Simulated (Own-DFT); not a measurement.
# A pressure from energies alone: monoclinic HfO2, 94 atoms (Hf32O62), with two O vacancies

All values are computed. Each geometry was run twice at fixed positions with Own-DFT, a retired in-house plane-wave program that no person has reviewed: with PBE, and with HSE06 (exact exchange share 0.25 at short range, screening 0.11 per bohr, Gygi-Baldereschi treatment of its divergence). Both used PseudoDojo norm-conserving files made for PBE, a cutoff of 48 hartree, the Gamma point alone, fixed occupations, a neutral cell and no spin. One k point on a cell 10.1 Å thick isn't converged, and results move with the size of the cell. The hafnium file keeps the 4f electrons in the core, and its forces lie about 75 meV/Å off all-electron values. The oxygen file's force components were 24 meV/Å off all-electron values in a glass.

Unstrained cell vectors in Å: (10.234, 0.000, 0.000); (0.000, 10.350, 0.000); (-1.696, 0.000, 10.445), volume V0 = 1106.4 Å³, from measured lattice constants. Each geometry has its own random strain of a few per cent, its own defect sites and random moves of rms u per axis. HSE06 gave the energy alone. D is its energy less that of PBE, over the lowest D shown. The PBE stress wasn't checked against mesh or cutoff.

```
run,V - V0 (Å³),u (Å),P with PBE (GPa),D (eV)
1,-27.9,0.0531,11.71,0.731
2,6.2,0.0554,4.41,1.338
3,-34.0,0.0487,13.02,0.400
4,-30.6,0.0502,13.43,0.488
5,-17.7,0.0310,8.22,0.554
6,-31.9,0.0484,13.52,0.371
7,21.3,0.0466,0.48,1.754
8,55.5,0.0519,-4.92,2.550
9,-42.3,0.0304,14.43,0.000
10,5.9,0.0296,3.20,1.188
11,-20.3,0.0455,8.92,0.658
12,7.3,0.0290,1.95,1.286
13,-9.7,0.0301,6.91,0.752
14,44.1,0.0477,-3.21,?
```

## Worked fit

D = 0.93 + 0.0240 (V - V0) + 117 u² eV, with an error of 0.0008 on the volume slope, 25 on the last term and a scatter of 0.07 eV. Pressure is -dE/dV, and 1 eV/Å³ is 160.2 GPa, so HSE06 changes the pressure by -3.9 ± 0.1 GPa. With the ions held to the strained lattice, the PBE pressure falls by 241 ± 9 GPa per unit of volume strain; the shape of the strain isn't fitted, so the true error is larger, and a relaxed crystal would be softer. On that slope HSE06's volume at a given pressure is about 1.6 % smaller, or 0.5 % in lengths. At u = 0 and V0 the PBE pressure is 3.6 GPa, which puts the zero-pressure volume, against the measured cell and with the defects in, at +1.5 % for PBE and -0.1 % for HSE06, each good to a few tenths of a per cent.

## Prediction

Asked: what D should run 14 give?

The fit gives 2.25 eV, with rows scattering by 0.07. The run itself gave 2.181 eV.
